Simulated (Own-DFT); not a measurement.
SiGe (layered order of Si and Ge on the diamond lattice, atoms displaced), AlGa3N4 (wurtzite random alloy, strained, atoms displaced), Si3Ge (layered order of Si and Ge on the diamond lattice, atoms displaced) (calculated)

A calculation, not a measurement: plane-wave PBEsol density functional theory by an unreviewed code, no spin, of a simulated periodic cell, stress positive in tension, free energy of the whole cell less one offset for each atom, forces on such cells passed a denser k mesh, this cell's mesh not checked; offsets are fitted by least squares, one for each functional and potential file, so energies compare only between cells with the same atoms and settings and are not formation energies; the far tail of each file's local potential was reset to the Coulomb form; each entry is a single point on an unrelaxed cell, so the pressure reflects the starting lattice, mostly measured values, from which strain is counted, and rises with the displacements; printed positions are rounded, which can move forces by about a meV/angstrom; the program is a retired in-house code; no spin-orbit coupling. Program: Own-DFT development build.

Common to all runs: functional PBEsol; potential files PseudoDojo norm-conserving, scalar-relativistic, made for PBE, standard set; wave cutoff 42 hartree; occupations Fermi-Dirac; smearing width 0.1 eV.

(1) SiGe (layered order of Si and Ge on the diamond lattice, atoms displaced)

```
SiGe
1.0
     11.0890     0.0000     0.0000
      0.0000    11.0890     0.0000
      0.0000     0.0000    11.0890
Ge Si Ge Si Ge Si Ge Si
8 8 8 8 8 8 8 8
Direct
  0.00039 0.00185 0.00104
  0.99533 0.25147 0.24631
  0.25000 0.99720 0.24849
  0.25303 0.25334 0.00314
  0.12722 0.12308 0.11752
  0.12025 0.36989 0.37219
  0.37532 0.12454 0.37526
  0.37580 0.37857 0.12399
  0.99720 0.99994 0.50242
  0.99930 0.25103 0.75132
  0.25000 0.99999 0.74517
  0.25163 0.24826 0.50164
  0.12736 0.12875 0.62748
  0.12537 0.37724 0.87567
  0.37280 0.12976 0.87322
  0.37546 0.37460 0.62976
  0.00114 0.49988 0.99791
  0.00037 0.74980 0.24642
  0.25125 0.50245 0.25042
  0.24951 0.75294 0.00476
  0.12408 0.61965 0.12786
  0.12453 0.87678 0.37173
  0.37876 0.62704 0.37993
  0.37089 0.87905 0.12713
  0.99995 0.50041 0.49784
  0.00644 0.75014 0.75263
  0.24950 0.49695 0.74952
  0.24628 0.74799 0.49972
  0.12268 0.62452 0.62677
  0.12983 0.87579 0.87762
  0.37712 0.62211 0.87309
  0.37084 0.87727 0.62562
  0.50115 0.00362 0.00051
  0.50392 0.24829 0.25544
  0.75483 0.00116 0.24870
  0.74954 0.25189 0.00218
  0.62390 0.12548 0.12705
  0.62731 0.37618 0.37433
  0.87264 0.12576 0.37324
  0.87657 0.37251 0.12673
  0.50291 0.99738 0.49511
  0.49743 0.25325 0.74916
  0.75312 0.00197 0.74901
  0.74908 0.25196 0.50127
  0.62592 0.12265 0.62577
  0.62919 0.37158 0.87279
  0.87809 0.12611 0.87417
  0.87074 0.37404 0.62460
  0.49557 0.49907 0.99747
  0.49601 0.74881 0.25138
  0.75197 0.50450 0.25124
  0.74994 0.74896 0.99701
  0.62810 0.62482 0.12606
  0.62635 0.87486 0.37064
  0.87296 0.62849 0.37777
  0.87595 0.86913 0.12144
  0.49655 0.49504 0.49646
  0.49672 0.75029 0.74939
  0.74931 0.49905 0.75130
  0.75630 0.75413 0.50061
  0.62259 0.62227 0.62475
  0.62178 0.87319 0.87412
  0.87634 0.62687 0.87189
  0.87342 0.87655 0.62374
```

| Quantity | Value |
| --- | --- |
| hardware | one NVIDIA H100 |
| k mesh | 3 x 3 x 3 centred on Gamma |
| free energy of cell above offsets | -2.705 eV |
| pressure | 0.64 GPa |
| stress xx | -0.61 GPa |
| stress yy | -0.65 GPa |
| stress zz | -0.65 GPa |
| stress yz | -0.07 GPa |
| stress xz | -0.22 GPa |
| stress xy | -0.07 GPa |
| wall time | 502.3 s |

Force:
```tsv
element	x (eV/Å)	y (eV/Å)	z (eV/Å)
Ge	-0.217	-0.612	-0.975
Ge	0.837	-1.168	0.133
Ge	-0.345	1.051	0.358
Ge	-0.312	-0.023	-0.985
Ge	-0.08	0.477	1.096
Ge	0.741	0.509	0.7
Ge	-0.121	-0.225	0.459
Ge	0.298	-0.47	0.865
Si	0.47	0.404	0.055
Si	0.154	0.263	-0.168
Si	-0.091	0.352	0.814
Si	-0.138	0.341	0.242
Si	-0.533	-0.376	-0.294
Si	0.072	-0.451	-0.406
Si	0.151	-0.42	-0.33
Si	-0.271	0.09	-0.825
Ge	-0.41	0.027	-0.273
Ge	0.001	-0.268	0.496
Ge	0.098	-0.427	0.66
Ge	0.123	-0.88	-0.774
Ge	0.073	0.602	-0.477
Ge	-0.339	-0.246	0.911
Ge	-0.747	-0.295	0.212
Ge	1.035	-0.444	-0.428
Si	-0.219	-0.208	0.66
Si	-0.584	0.42	-0.203
Si	-0.056	0.498	0.091
Si	0.098	0.341	0.543
Si	0.276	-0.312	-0.274
Si	-0.283	0.264	-0.595
Si	-0.729	0.608	-0.22
Si	0.523	-0.405	-0.644
Ge	-0.425	-0.234	-0.67
Ge	-0.568	0.465	-0.628
Ge	-0.395	-0.474	-0.421
Ge	0.115	-0.489	-0.611
Ge	0.418	-0.04	-0.065
Ge	0.093	0.091	0.535
Ge	0.355	0.203	0.962
Ge	-0.49	1.075	-0.542
Si	-0.244	0.104	0.977
Si	0.705	-0.627	0.146
Si	-0.372	-0.262	0.367
Si	-0.142	-0.426	0.265
Si	-0.355	0.314	-0.228
Si	-0.67	0.439	-0.073
Si	-0.361	0.029	-0.079
Si	0.604	0.299	0.058
Ge	1.268	0.027	-0.434
Ge	0.521	0.286	-0.511
Ge	0.111	-0.509	-0.051
Ge	-0.22	-0.043	-0.568
Ge	-0.808	0.014	-0.376
Ge	0.284	-0.19	0.554
Ge	0.653	-0.045	0.162
Ge	-0.076	0.742	0.061
Si	0.427	0.184	1.04
Si	0.101	-0.096	-0.219
Si	0.055	0.214	-0.224
Si	-1.263	-0.345	0.47
Si	0.187	0.297	-0.276
Si	0.305	0.379	-0.449
Si	0.046	-0.252	-0.241
Si	0.669	-0.146	0.639
```

(2) SiGe (layered order of Si and Ge on the diamond lattice, atoms displaced)

```
SiGe
1.0
     11.0890     0.0000     0.0000
      0.0000    11.0890     0.0000
      0.0000     0.0000    11.0890
Ge Si Ge Si Ge Si Ge Si
8 8 8 8 8 8 8 8
Direct
  0.99903 0.99911 0.00412
  0.99946 0.24848 0.25319
  0.25277 0.00034 0.25406
  0.24603 0.24790 0.99784
  0.12375 0.12651 0.12639
  0.12339 0.37339 0.37374
  0.37647 0.12259 0.37770
  0.37195 0.37360 0.12710
  0.99964 0.00089 0.50191
  0.00088 0.25134 0.75628
  0.24976 0.00133 0.75243
  0.24937 0.24908 0.50160
  0.12384 0.12298 0.62324
  0.12794 0.37454 0.87726
  0.37076 0.12738 0.87479
  0.37985 0.37261 0.62543
  0.99737 0.50266 0.00023
  0.99762 0.74958 0.25117
  0.24865 0.49886 0.25598
  0.24695 0.74916 0.00196
  0.12894 0.62411 0.12841
  0.12299 0.87666 0.38045
  0.37743 0.62430 0.37700
  0.37506 0.87194 0.12255
  0.99468 0.50448 0.50190
  0.99778 0.74906 0.74573
  0.25096 0.49941 0.74779
  0.25448 0.74709 0.49940
  0.12680 0.62144 0.62006
  0.12911 0.87166 0.87495
  0.37659 0.62163 0.87202
  0.37652 0.87632 0.62561
  0.50032 0.00431 0.00033
  0.49723 0.24642 0.25080
  0.74770 0.99879 0.25174
  0.75150 0.25122 0.00408
  0.62767 0.12748 0.12565
  0.62798 0.37340 0.37492
  0.87458 0.12584 0.37576
  0.87865 0.37709 0.12594
  0.49917 0.99643 0.50273
  0.50149 0.24939 0.75018
  0.74881 0.99723 0.75067
  0.74838 0.25338 0.50257
  0.62549 0.12701 0.62419
  0.62655 0.37526 0.87826
  0.87848 0.12741 0.87804
  0.87549 0.38122 0.62492
  0.50115 0.50167 0.99632
  0.49979 0.75159 0.25282
  0.75373 0.49960 0.24352
  0.74954 0.74729 0.99887
  0.62617 0.62319 0.12435
  0.62480 0.88040 0.37027
  0.87628 0.62756 0.37354
  0.87627 0.87446 0.12201
  0.50289 0.49878 0.49913
  0.49848 0.74593 0.74954
  0.75268 0.49749 0.74994
  0.74316 0.74963 0.49972
  0.61971 0.62420 0.62488
  0.62521 0.87810 0.87436
  0.87454 0.62667 0.87197
  0.87377 0.87598 0.62428
```

| Quantity | Value |
| --- | --- |
| hardware | one NVIDIA H100 |
| k mesh | 3 x 3 x 3 centred on Gamma |
| free energy of cell above offsets | -2.933 eV |
| pressure | 0.6 GPa |
| stress xx | -0.59 GPa |
| stress yy | -0.6 GPa |
| stress zz | -0.6 GPa |
| stress yz | 0.52 GPa |
| stress xz | 0.27 GPa |
| stress xy | -0.44 GPa |
| wall time | 495.8 s |

Force:
```tsv
element	x (eV/Å)	y (eV/Å)	z (eV/Å)
Ge	0.622	0.103	-1.121
Ge	-0.046	0.166	-0.435
Ge	-0.41	-0.29	-0.488
Ge	0.341	0.268	0.128
Ge	0.223	-0.445	0.276
Ge	-0.247	0.196	1.35
Ge	-0.106	0.139	0.76
Ge	0.196	0.171	-0.407
Si	-0.311	0.003	0.341
Si	0.107	0.125	-0.847
Si	-0.014	-0.216	-0.386
Si	0.16	0.072	0.279
Si	-0.002	0.376	0.639
Si	-0.414	0.576	-0.612
Si	0.577	-0.144	-0.447
Si	-0.404	0.206	-0.159
Ge	0.669	0.073	-0.625
Ge	0.705	0.461	-0.208
Ge	0.38	0.067	-0.374
Ge	0.663	-0.412	-0.859
Ge	-0.683	-0.072	0.031
Ge	0.317	-0.395	-0.038
Ge	0.083	-0.168	0.3
Ge	0.06	0.493	0.271
Si	0.674	-0.474	-0.235
Si	0.599	0.05	0.113
Si	0.028	-0.327	0.011
Si	-0.435	0.508	0.59
Si	-0.072	0.43	0.464
Si	-0.867	0.334	-0.482
Si	-0.589	0.443	-0.082
Si	-0.325	-0.445	0.337
Ge	-0.157	-0.215	-0.514
Ge	0.349	0.395	0.081
Ge	0.865	0.461	-0.737
Ge	0.244	0.126	-0.765
Ge	-0.297	-0.242	0.179
Ge	-0.209	0.272	-0.14
Ge	-0.33	-0.142	0.775
Ge	0.11	-0.527	-0.13
Si	0.375	0.519	0.16
Si	0.031	0.014	0.329
Si	0.401	0.744	-0.051
Si	0.52	-0.199	0.342
Si	-0.037	-0.462	0.208
Si	0.101	-0.227	-0.773
Si	-0.59	-0.448	-0.459
Si	0.105	-0.911	0.273
Ge	-0.317	-0.439	0.205
Ge	0.138	-0.323	-0.544
Ge	-0.29	0.071	0.981
Ge	-0.046	0.458	-0.564
Ge	-0.397	0.352	0.134
Ge	-0.402	-0.708	1.406
Ge	-0.887	-0.185	0.672
Ge	-0.596	-0.27	0.544
Si	-0.175	-0.212	0.376
Si	0.128	0.722	0.159
Si	-0.635	0.496	0.104
Si	0.428	0.178	0.213
Si	0.648	-0.214	0.168
Si	-0.333	-0.589	-0.237
Si	0.024	-0.153	-0.344
Si	-0.249	-0.215	-0.137
```

(3) AlGa3N4 (wurtzite random alloy, strained, atoms displaced)

```
AlGa3N4
1.0
      9.7470     0.0000     0.0000
     -4.8735     8.4411     0.0000
      0.0000     0.0000    10.2685
Ga N Ga N Ga Al N Ga N Ga N Al Ga N Al Ga N Ga N Ga N Ga Al N Ga N Al Ga N Ga N Al N Ga N Al Ga N Al Ga N Ga N
2 2 2 2 1 1 2 2 2 2 2 1 1 2 1 1 2 2 2 2 2 1 1 2 2 2 1 1 2 2 2 2 2 2 2 1 1 2 1 1 2 2 2
Direct
  0.11659 0.22302 0.00549
  0.22312 0.11714 0.25250
  0.12517 0.22950 0.19673
  0.21920 0.10845 0.44007
  0.11590 0.22294 0.49423
  0.22334 0.12051 0.74206
  0.10410 0.22036 0.68744
  0.23064 0.11155 0.94135
  0.11759 0.55694 0.00064
  0.21642 0.44448 0.25469
  0.11141 0.55935 0.19570
  0.22770 0.45011 0.44141
  0.10567 0.55308 0.50083
  0.22273 0.44385 0.74570
  0.10552 0.56397 0.69324
  0.21320 0.44976 0.92834
  0.11177 0.89151 0.99756
  0.22469 0.77396 0.25192
  0.10548 0.88212 0.19175
  0.22510 0.78221 0.43051
  0.12228 0.89585 0.50147
  0.22729 0.78115 0.74983
  0.10608 0.88723 0.68366
  0.21796 0.77766 0.93711
  0.44315 0.22389 0.99919
  0.55466 0.10682 0.25115
  0.43722 0.21870 0.19141
  0.56063 0.11602 0.45583
  0.44152 0.21782 0.49748
  0.55650 0.11097 0.75967
  0.42838 0.21573 0.68377
  0.55115 0.11467 0.93571
  0.44715 0.55762 0.99923
  0.55364 0.44365 0.25648
  0.44778 0.55389 0.18326
  0.55370 0.44290 0.43445
  0.44980 0.55362 0.49515
  0.55842 0.44532 0.74966
  0.43722 0.55315 0.68695
  0.56111 0.44185 0.94061
  0.42918 0.88407 0.00198
  0.54858 0.76860 0.25958
  0.44824 0.89392 0.19202
  0.55942 0.77087 0.42908
  0.44617 0.88754 0.49819
  0.56113 0.77659 0.74879
  0.44609 0.88525 0.69016
  0.55070 0.77098 0.94142
  0.77674 0.21968 0.00094
  0.89233 0.10805 0.24698
  0.77803 0.22367 0.19032
  0.89220 0.11600 0.43563
  0.77649 0.21443 0.49894
  0.89384 0.11018 0.74831
  0.76454 0.21808 0.69609
  0.88952 0.11342 0.94180
  0.77279 0.55359 0.99114
  0.90144 0.44516 0.25033
  0.78750 0.56745 0.18393
  0.89205 0.45288 0.44625
  0.78833 0.56604 0.50005
  0.89121 0.44398 0.74724
  0.78436 0.55166 0.69517
  0.89125 0.44853 0.93360
  0.77270 0.88021 0.99453
  0.90009 0.77954 0.24982
  0.79048 0.90340 0.19657
  0.89426 0.77633 0.43595
  0.77210 0.87863 0.49557
  0.89416 0.78331 0.75474
  0.77850 0.88280 0.69710
  0.89349 0.78288 0.93190
```

| Quantity | Value |
| --- | --- |
| hardware | one NVIDIA H200 |
| k mesh | 4 x 4 x 3 centred on Gamma |
| free energy of cell above offsets | -4.048 eV |
| pressure | -5.86 GPa |
| stress xx | 8.41 GPa |
| stress yy | 9.41 GPa |
| stress zz | -0.25 GPa |
| stress yz | -0.12 GPa |
| stress xz | 0.54 GPa |
| stress xy | -1.03 GPa |
| wall time | 735.7 s |

Force:
```tsv
element	x (eV/Å)	y (eV/Å)	z (eV/Å)
Ga	-0.464	0.101	-0.859
Ga	0.867	-1.634	-0.282
N	-1.776	0.784	-0.551
N	0.429	-0.184	0.192
Ga	-0.787	0.149	0.483
Ga	-0.579	-1.62	1.105
N	-0.122	0.265	-0.192
N	-0.834	0.648	-0.43
Ga	-1.902	0.006	-0.256
Al	1.128	0.45	-0.465
N	2.065	-0.767	-0.943
N	-0.41	-0.387	-0.697
Ga	0.691	0.977	0.528
Ga	-1.18	0.291	-0.61
N	1.698	-0.662	-1.019
N	2.176	-1.003	1.802
Ga	-0.178	-0.25	0.64
Ga	-0.795	1.206	-1.183
N	1.821	1.673	-0.841
N	0.554	0.43	2.851
Al	-0.816	-1.069	-0.732
Ga	-0.635	0.046	-0.503
N	0.88	0.786	0.292
N	0.044	-0.05	0.618
Al	0.557	-0.009	0.493
Ga	-0.291	1.23	0.513
N	1.18	0.385	-0.622
N	0.406	-1.502	-1.816
Ga	-0.019	0.615	0.183
Ga	-0.966	-0.493	-2.515
N	2.039	1.895	0.833
N	-0.168	-0.39	2.793
Ga	-0.281	-0.881	-0.642
Ga	0.987	0.231	-2.588
N	-1.426	-0.208	1.573
N	1.196	0.28	2.17
Ga	-0.642	-0.232	0.781
Al	-0.06	-0.396	-0.444
N	1.924	0.048	0.102
N	-1.826	-0.775	-1.149
Ga	1.523	0.791	-0.28
Ga	0.822	0.972	-4.814
N	0.028	-1.234	-0.098
N	-1.309	0.733	4.367
Al	-0.245	0.076	0.408
Ga	-1.111	-0.397	0.379
N	0.119	0.248	-0.84
N	0.294	1.281	-0.071
Ga	-0.197	0.761	-0.632
Ga	-0.341	1.595	0.193
N	0.263	-0.004	0.383
N	-0.391	-0.405	1.087
Al	-0.166	1.324	0.996
Al	-1.501	0.006	0.637
N	2.674	-0.018	-1.509
N	0.622	-1.125	-0.598
Ga	1.763	0.735	1.046
Ga	-2.637	-0.073	0.245
N	-0.248	-1.682	0.422
N	-0.389	-1.653	-0.637
Al	-0.28	-0.969	0.478
Ga	-0.109	-0.664	0.377
N	-2.483	0.612	-1.406
N	0.238	-0.447	1.448
Al	0.093	1.246	1.18
Ga	-1.868	-0.259	-0.238
N	-0.384	-3.15	-2.018
N	0.141	0.399	1.517
Ga	1.261	1.102	0.297
Ga	0.63	-1.085	-1.94
N	-0.422	1.341	-1.334
N	-0.873	-0.042	2.338
```

(4) Si3Ge (layered order of Si and Ge on the diamond lattice, atoms displaced)

```
Si3Ge
1.0
     10.9755     0.0000     0.0000
      0.0000    10.9755     0.0000
      0.0000     0.0000    10.9755
Ge Si Ge Si Ge Si Ge Si Ge Si Ge Si Ge Si Ge Si Ge Si Ge Si Ge Si Ge Si
1 2 2 2 1 8 1 2 2 2 1 8 1 2 2 2 1 8 1 2 2 2 1 8
Direct
  0.99630 0.99448 0.99737
  0.00129 0.24746 0.24975
  0.24569 0.00030 0.24843
  0.25116 0.25257 0.00370
  0.13219 0.13070 0.12522
  0.12727 0.37871 0.37923
  0.36957 0.12814 0.37392
  0.37677 0.36980 0.12165
  0.99930 0.00136 0.50121
  0.99810 0.24921 0.74426
  0.24469 0.00082 0.74669
  0.24222 0.24889 0.50295
  0.12566 0.12674 0.62244
  0.12548 0.37653 0.87308
  0.37146 0.12223 0.87426
  0.37528 0.37386 0.62510
  0.99824 0.49643 0.99981
  0.99532 0.75512 0.25113
  0.24914 0.50230 0.25007
  0.25387 0.74714 0.99911
  0.12674 0.62464 0.12894
  0.12373 0.87408 0.37608
  0.37475 0.62308 0.37587
  0.37528 0.87346 0.12278
  0.00303 0.49976 0.50273
  0.00347 0.74555 0.74561
  0.24836 0.50775 0.75003
  0.24887 0.75146 0.49622
  0.12630 0.62407 0.62763
  0.12373 0.87795 0.87399
  0.37754 0.62485 0.87160
  0.37537 0.87867 0.62456
  0.50153 0.00191 0.99894
  0.49700 0.24790 0.25181
  0.75065 0.00069 0.24687
  0.74706 0.25301 0.99523
  0.62355 0.12678 0.12653
  0.61597 0.37063 0.37281
  0.87689 0.12440 0.37384
  0.87212 0.37414 0.12486
  0.50295 0.99801 0.49904
  0.50153 0.25312 0.75041
  0.75106 0.99659 0.74915
  0.75175 0.25200 0.50060
  0.62309 0.12621 0.62086
  0.62602 0.37531 0.87641
  0.87240 0.12352 0.87862
  0.87541 0.37842 0.62921
  0.50173 0.49891 0.99797
  0.49545 0.74648 0.24834
  0.75233 0.50587 0.25352
  0.75496 0.74967 0.99350
  0.62436 0.62490 0.12701
  0.62521 0.87702 0.37452
  0.87941 0.62309 0.37355
  0.87428 0.87247 0.12893
  0.49771 0.50090 0.49887
  0.50538 0.74787 0.74888
  0.75000 0.50239 0.74945
  0.74820 0.74968 0.50376
  0.62497 0.62653 0.62484
  0.62440 0.87831 0.87655
  0.87391 0.62914 0.87560
  0.87221 0.87749 0.62492
```

| Item | Value |
| --- | --- |
| hardware | one NVIDIA H100 |
| k mesh | 3 x 3 x 3 centred on Gamma |
| free energy of cell above offsets | -4.177 eV |
| pressure | 0.7 GPa |
| stress xx | -0.7 GPa |
| stress yy | -0.68 GPa |
| stress zz | -0.72 GPa |
| stress yz | 0.05 GPa |
| stress xz | 0.1 GPa |
| stress xy | 0.35 GPa |
| wall time | 408.2 s |

Force:
```tsv
element	x (eV/Å)	y (eV/Å)	z (eV/Å)
Ge	0.551	0.929	0.469
Si	0.055	0.637	0.532
Si	0.592	-0.304	0.55
Ge	-0.093	-0.159	-1.906
Ge	-1.432	-1.05	0.156
Si	-0.418	-0.384	-0.616
Si	0.119	-0.672	0.466
Ge	0.224	1.144	1.198
Si	0.021	-0.187	-0.141
Si	0.187	-0.123	0.987
Si	0.472	0.01	0.236
Si	1.177	0.54	-0.438
Si	-0.724	-0.426	0.348
Si	-0.052	-0.206	-0.505
Si	0.181	0.5	-0.524
Si	-0.479	0.355	0.102
Ge	0.171	0.578	-0.357
Si	0.945	-0.835	0.574
Si	0.605	-0.739	0.466
Ge	-0.548	0.223	-0.695
Ge	-0.753	0.353	-0.138
Si	-0.265	0.41	-0.158
Si	-0.232	0.243	-0.145
Ge	-0.05	0.417	0.696
Si	-0.263	0.109	0.013
Si	-0.615	0.934	0.528
Si	0.551	-1.183	0.094
Si	0.291	-0.198	0.604
Si	0.084	0.362	-0.975
Si	0.218	-0.955	-0.566
Si	0.177	0.102	-0.169
Si	0.016	-0.576	0.009
Ge	-0.414	-0.05	-0.21
Si	-0.239	-0.15	0.013
Si	-0.143	0.097	0.831
Ge	0.231	-0.5	0.377
Ge	0.219	0.111	0.171
Si	1.247	0.813	0.388
Si	-0.232	0.082	0.082
Ge	0.041	-0.006	0.821
Si	-0.694	0.637	-0.254
Si	-0.25	-0.54	0.062
Si	-0.53	0.834	0.155
Si	-0.215	0.048	-0.262
Si	0.459	-0.081	0.541
Si	-0.158	0.398	-1.156
Si	0.18	0.075	-1.144
Si	-0.164	-0.076	-0.638
Ge	-0.198	0.111	-0.149
Si	0.448	0.533	0.765
Si	-0.64	-1.105	0.14
Ge	-1.128	0.469	0.724
Ge	0.411	0.252	-0.124
Si	0.021	-0.647	-0.346
Si	-0.227	0.54	0.865
Ge	-0.376	0.303	-0.379
Si	0.18	-0.27	0.273
Si	-0.66	0.71	0.206
Si	-0.127	0.057	0.379
Si	0.402	0.108	-0.807
Si	0.005	-0.57	-0.235
Si	0.316	-0.477	-0.727
Si	0.877	-0.941	-1.043
Si	0.642	-0.619	-0.011
```
